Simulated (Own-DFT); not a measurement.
# Short bonds, stiff crystals?

No measurement is shown. These are fixed-geometry runs of a retired plane-wave code named Own-DFT, which no person has reviewed; spin and spin-orbit coupling are neglected.

Known weak points (not all hold for every row): forces on such cells moved up to 12 meV/angstrom on a denser k mesh; k mesh not checked against a denser one; forces on such cells passed a denser k mesh, each cell not checked; stress not checked against mesh or cutoff.

All runs are PBE with PseudoDojo norm-conserving files; cutoff and k mesh are each material's own. Every cell starts from measured lattice constants and was given uniform random strains and small random moves of its atoms. Each triple is the change of volume in per cent, the rms move u in Å and the pressure in GPa.

- 2H SiC (C36Si36), 10.36 Å³/atom unstrained: (-2.62, 0.048, 11.68); (-1.48, 0.052, 9.55); (-0.36, 0.054, 6.95); (-0.24, 0.047, 6.13); (-0.20, 0.053, 6.42); (1.14, 0.048, 2.78); (1.99, 0.052, 1.15)
- wurtzite AlN (Al64N64), 10.45 Å³/atom unstrained: (-1.50, 0.050, 8.99); (-0.39, 0.049, 6.11); (0.87, 0.051, 4.18); (0.89, 0.049, 3.84); (1.52, 0.047, 2.30); (2.66, 0.051, 0.89); (3.39, 0.051, -0.81)
- wurtzite GaN (Ga48N48), 11.42 Å³/atom unstrained: (-3.31, 0.049, 15.12); (-2.51, 0.048, 12.79); (-2.30, 0.054, 12.64); (-0.45, 0.051, 8.47); (0.70, 0.053, 6.41); (2.61, 0.048, 2.68); (3.00, 0.050, 2.44)
- diamond silicon (Si64), 20.02 Å³/atom unstrained: (-1.36, 0.050, 3.67); (-1.26, 0.050, 3.91); (-1.02, 0.050, 3.57); (-0.99, 0.051, 3.65); (-0.89, 0.047, 3.64); (1.53, 0.051, 1.12); (3.04, 0.050, -0.11)
- zincblende GaP (Ga32P32), 20.24 Å³/atom unstrained: withheld
- zincblende InP (In32P32), 25.27 Å³/atom unstrained: (-3.68, 0.048, 6.77); (-2.77, 0.051, 5.90); (-2.40, 0.049, 5.74); (-0.11, 0.044, 3.60); (0.36, 0.051, 3.40); (0.95, 0.045, 3.01); (3.22, 0.049, 1.56)
- grey tin (Sn64), 34.15 Å³/atom unstrained: (-3.09, 0.052, 5.62); (-2.62, 0.050, 5.26); (-2.09, 0.050, 4.80); (-0.41, 0.054, 4.06); (-0.22, 0.054, 3.81); (0.70, 0.052, 3.33); (1.78, 0.048, 2.75)

## Fit

Fit a line to each set against the fractional change of volume; B is minus its slope, and u is nearly the same within a set. To take it to zero pressure, assume that B rises by 4 GPa for each GPa: B0 = B - 4 x (mean pressure). The bond length of an ideal tetrahedral crystal with the unstrained volume v is d = (√3/4)(8 v)^(1/3). Cohen's empirical rule reads B0 = (1971 - 220 L) d^(-3.5) GPa, with L = 0 for group IV crystals and SiC and 1 for III-V compounds.

```
material,L,d (Å),B (GPa),mean P (GPa),B0 (GPa),rule (GPa)
2H SiC (C36Si36),0,1.888,236 ± 8,6.4,210 ± 8,213
wurtzite AlN (Al64N64),1,1.893,194 ± 9,3.6,179 ± 9,188
wurtzite GaN (Ga48N48),1,1.950,200 ± 6,8.7,165 ± 6,169
diamond silicon (Si64),0,2.352,93 ± 4,2.8,82 ± 4,99
zincblende GaP (Ga32P32),1,2.360,?,?,?,87
zincblende InP (In32P32),1,2.541,77 ± 3,4.3,60 ± 3,67
grey tin (Sn64),0,2.810,58 ± 2,4.2,41 ± 2,53
```

A line through ln[B0/(1971 - 220 L)] against ln d has a slope of -4.0 ± 0.1 and a scatter of 5 %. Against the rule, B0 stands at 99 % for 2H SiC, 96 % for wurtzite AlN, 98 % for wurtzite GaN, 83 % for diamond silicon, 89 % for zincblende InP, 77 % for grey tin. PBE tends to make silicon and heavier crystals too soft, and the rule itself is only a guide.

## Prediction

Question: what B0 does the fitted trend give for zincblende GaP (Ga32P32)?

From the line: 75 GPa. Its own runs give B = 93 ± 3 GPa at a mean pressure of 3.2 GPa, so B0 = 80 GPa.
